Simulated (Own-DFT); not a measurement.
# Response to strain: wurtzite GaN, 72 atoms (Ga36N36)

Calculated results; nothing here was measured. The program, named Own-DFT, is a retired in-house plane-wave density functional code that no person has reviewed. Each row is one single-point run on a periodic cell that was not relaxed, without spin or spin-orbit coupling.

Settings of every run: PBE; PseudoDojo norm-conserving scalar-relativistic files; cutoff 42 hartree; 4 x 4 x 3 k mesh centred on Gamma; Fermi-Dirac smearing of 0.1 eV.

Known limits: forces not confirmed at this smearing and k mesh; stress not checked against mesh or cutoff.

Unstrained cell vectors in Å: (9.567, 0.000, 0.000); (-4.784, 8.285, 0.000); (0.000, 0.000, 10.370). The unstrained cell has measured lattice constants (interpolated for alloys), not those of this functional. That, the random moves and any unrelaxed bonds set the pressure at no strain. Each run strains this cell uniformly, with the atoms carried along. Every atom was also moved at random, by a Gaussian of width 0.05 Å on each axis. Strain is the symmetric tensor, in per cent. Stress is positive in tension, and the pressure is minus a third of its trace.

```
run  e_xx (%)  e_yy (%)  e_zz (%)  e_yz (%)  e_xz (%)  e_xy (%)  s_xx (GPa)  s_yy (GPa)  s_zz (GPa)  s_yz (GPa)  s_xz (GPa)  s_xy (GPa)  P (GPa)  E (meV/atom)
  1     -0.27      1.32      0.57      0.79      0.56      0.44       -5.26       -2.64       -4.84        1.79        1.16        1.02     4.24           1.7
  2     -1.31     -0.03      0.21     -1.90     -0.33     -0.02      -14.06       -8.20       -8.19       -3.64        0.07       -2.32    10.15          28.3
  3     -0.44     -1.33      1.69      0.88     -1.47     -1.43       -8.72      -11.47       -3.40        2.30       -3.10       -4.41     7.86          26.8
  4     -1.60      1.90     -1.36      1.91      1.39     -0.16      -14.72       -2.20      -13.15        4.56        3.86       -0.64    10.02          27.1
  5     -0.13     -0.83      1.30     -1.99     -1.41     -1.64       -9.82      -13.03       -1.95       -4.67       -3.62       -4.97     8.27          42.9
  6     -1.66      0.43     -0.50      0.06     -1.07     -1.51      -13.77       -8.82      -12.62        1.15       -2.47       -4.94    11.74          42.1
  7     -0.37      1.22      0.18      1.45     -0.14     -0.09       -6.86       -3.78       -5.93        3.87       -0.25       -0.72     5.52           3.5
  8     -1.68     -0.27     -1.87      0.98     -0.82     -1.70      -18.00      -11.73      -18.31        1.92       -2.23       -5.99    16.02          41.9
  9      1.34      1.48      1.50      1.73      0.30     -1.11        0.03        0.73       -0.16        3.52        0.31       -3.31    -0.20           0.0
 10      1.43      1.68     -1.01      0.47     -1.49      1.07        0.53        0.32      -13.02        1.36       -2.17        1.69     4.06          18.9
 11     -0.78     -1.27      1.69     -1.49     -1.11      1.03      -10.08      -14.03       -2.28       -2.86       -1.71        2.77     8.80          27.9
 12     -1.20     -1.14     -1.76     -1.26      0.66     -0.79      -16.43      -15.07      -20.09       -1.86        1.29       -1.89    17.20          63.2
 13      0.51     -0.72     -1.40      1.56      0.81      1.84       -8.03      -10.03      -14.61        2.73        2.44        5.18    10.89          20.2
 14     -0.63     -0.79     -0.29      1.86      1.46     -1.82      -12.41      -14.38       -9.40        3.63        2.61       -6.49    12.06          50.3
 15      0.42     -0.65      1.49      1.90     -1.56     -0.53       -6.20       -7.41       -1.42        4.26       -3.37       -1.09     5.01           9.3
 16      1.26      0.44     -1.25      0.19     -0.02      0.76           ?           ?           ?           ?           ?           ?        ?             ?
```

E is the free energy for each atom above the lowest run shown.

## Worked fit

Each stress component was fitted by least squares to a constant and the strains of the runs shown, as fractions, with shears doubled. Shear strains stay in the fit of a normal stress only where such slopes are resolved. The slopes, in GPa:

```
stress,at no strain,per e_xx,per e_yy,per e_zz,scatter
s_xx,-7.9,425 ± 35,138 ± 29,107 ± 27,1.17
s_yy,-7.9,132 ± 40,415 ± 33,49 ± 31,1.35
s_zz,-8.7,35 ± 37,86 ± 30,480 ± 28,1.24
```

Each shear stress against twice its own strain: yz 106 ± 6, xz 103 ± 6, xy 147 ± 12 GPa. These are stiffnesses along x, y and z of the frame in which the cell vectors are given, which need not be the crystal's axes. The atoms are held to the strained lattice; where symmetry lets them move under strain, relaxing them would lower some slopes. The table should be nearly symmetric about its diagonal, and what it lacks of that shows the noise. A ninth of its sum, 207 ± 6 GPa, estimates the bulk modulus near the mean pressure of these runs, 8.8 GPa, so it lies above the value at zero pressure.

## Withheld run

Question: what normal stresses and pressure should run 16 give?

The fit gives s_xx = -3.3, s_yy = -5.0, s_zz = -13.9 and P = 7.4 GPa. The calculation gave -2.85, -4.79, -13.17 and P = 6.94 GPa.
